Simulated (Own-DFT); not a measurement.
# Bulk modulus against bond length in tetrahedral crystals

No measurement is shown. These are fixed-geometry runs of a retired plane-wave code named Own-DFT, which no person has reviewed; spin and spin-orbit coupling are neglected.

Caveats (not all hold for every row): forces on such cells moved up to 12 meV/angstrom on a denser k mesh; forces not confirmed at this smearing and k mesh; k mesh not checked against a denser one; forces on such cells passed a denser k mesh, each cell not checked; stress not checked against mesh or cutoff.

All runs are PBE with PseudoDojo norm-conserving files; cutoff and k mesh are each material's own. Every cell starts from measured lattice constants and was given uniform random strains and small random moves of its atoms. Each triple is the change of volume in per cent, the rms move u in Å and the pressure in GPa.

- 4H SiC (C36Si36), 10.36 Å³/atom unstrained: (-2.33, 0.055, 11.70); (-2.10, 0.049, 10.77); (-1.58, 0.049, 8.70); (-1.21, 0.050, 8.63); (1.05, 0.049, 2.94); (1.38, 0.051, 2.80); (1.55, 0.052, 1.90)
- wurtzite AlN (Al36N36), 10.45 Å³/atom unstrained: withheld
- wurtzite GaN (Ga36N36), 11.42 Å³/atom unstrained: (-3.48, 0.048, 14.99); (-3.16, 0.052, 14.40); (-1.95, 0.047, 11.13); (-1.81, 0.051, 10.94); (-1.80, 0.048, 11.23); (-1.21, 0.057, 10.81); (1.62, 0.049, 4.16)
- diamond silicon (Si64), 20.02 Å³/atom unstrained: (-2.65, 0.054, 5.45); (-2.55, 0.051, 5.37); (-1.76, 0.048, 4.52); (1.11, 0.048, 1.33); (1.68, 0.051, 1.05); (2.36, 0.053, 0.76); (2.46, 0.047, 0.64)
- zincblende GaAs (As32Ga32), 22.58 Å³/atom unstrained: (-2.67, 0.051, 6.39); (-0.71, 0.051, 4.65); (-0.32, 0.053, 4.32); (-0.13, 0.046, 4.03); (-0.01, 0.054, 4.16); (1.33, 0.045, 2.95); (2.81, 0.055, 2.10)
- grey tin (Sn64), 34.15 Å³/atom unstrained: (-1.96, 0.051, 4.87); (-1.66, 0.046, 4.59); (-0.24, 0.049, 3.95); (0.15, 0.045, 3.63); (0.67, 0.055, 3.47); (0.70, 0.052, 3.33); (1.51, 0.050, 2.95)

## Analysis

Fit a line to each set against the fractional change of volume; B is minus its slope, and u is nearly the same within a set. To take it to zero pressure, assume that B rises by 4 GPa for each GPa: B0 = B - 4 x (mean pressure). The bond length of an ideal tetrahedral crystal with the unstrained volume v is d = (√3/4)(8 v)^(1/3). Cohen's empirical rule reads B0 = (1971 - 220 L) d^(-3.5) GPa, with L = 0 for group IV crystals and SiC and 1 for III-V compounds.

| material | L | d (Å) | B (GPa) | mean P (GPa) | B0 (GPa) | rule (GPa) |
|---|---|---|---|---|---|---|
| 4H SiC (C36Si36) | 0 | 1.888 | 238 ± 11 | 6.8 | 211 ± 11 | 213 |
| wurtzite AlN (Al36N36) | 1 | 1.893 | ? | ? | ? | 188 |
| wurtzite GaN (Ga36N36) | 1 | 1.950 | 210 ± 11 | 11.1 | 166 ± 11 | 169 |
| diamond silicon (Si64) | 0 | 2.352 | 97 ± 4 | 2.7 | 86 ± 4 | 99 |
| zincblende GaAs (As32Ga32) | 1 | 2.448 | 79 ± 4 | 4.1 | 62 ± 4 | 76 |
| grey tin (Sn64) | 0 | 2.810 | 54 ± 2 | 3.8 | 39 ± 2 | 53 |

A line through ln[B0/(1971 - 220 L)] against ln d has a slope of -4.3 ± 0.1 and a scatter of 2 %. Against the rule, B0 stands at 99 % for 4H SiC, 98 % for wurtzite GaN, 87 % for diamond silicon, 82 % for zincblende GaAs, 73 % for grey tin. PBE tends to make silicon and heavier crystals too soft, and the rule itself is only a guide.

## The run left out

Asked: what B0 does the fitted trend give for wurtzite AlN (Al36N36)?

The straight line predicts 188 GPa. Its own runs give B = 196 ± 11 GPa at a mean pressure of 4.9 GPa, so B0 = 176 GPa.
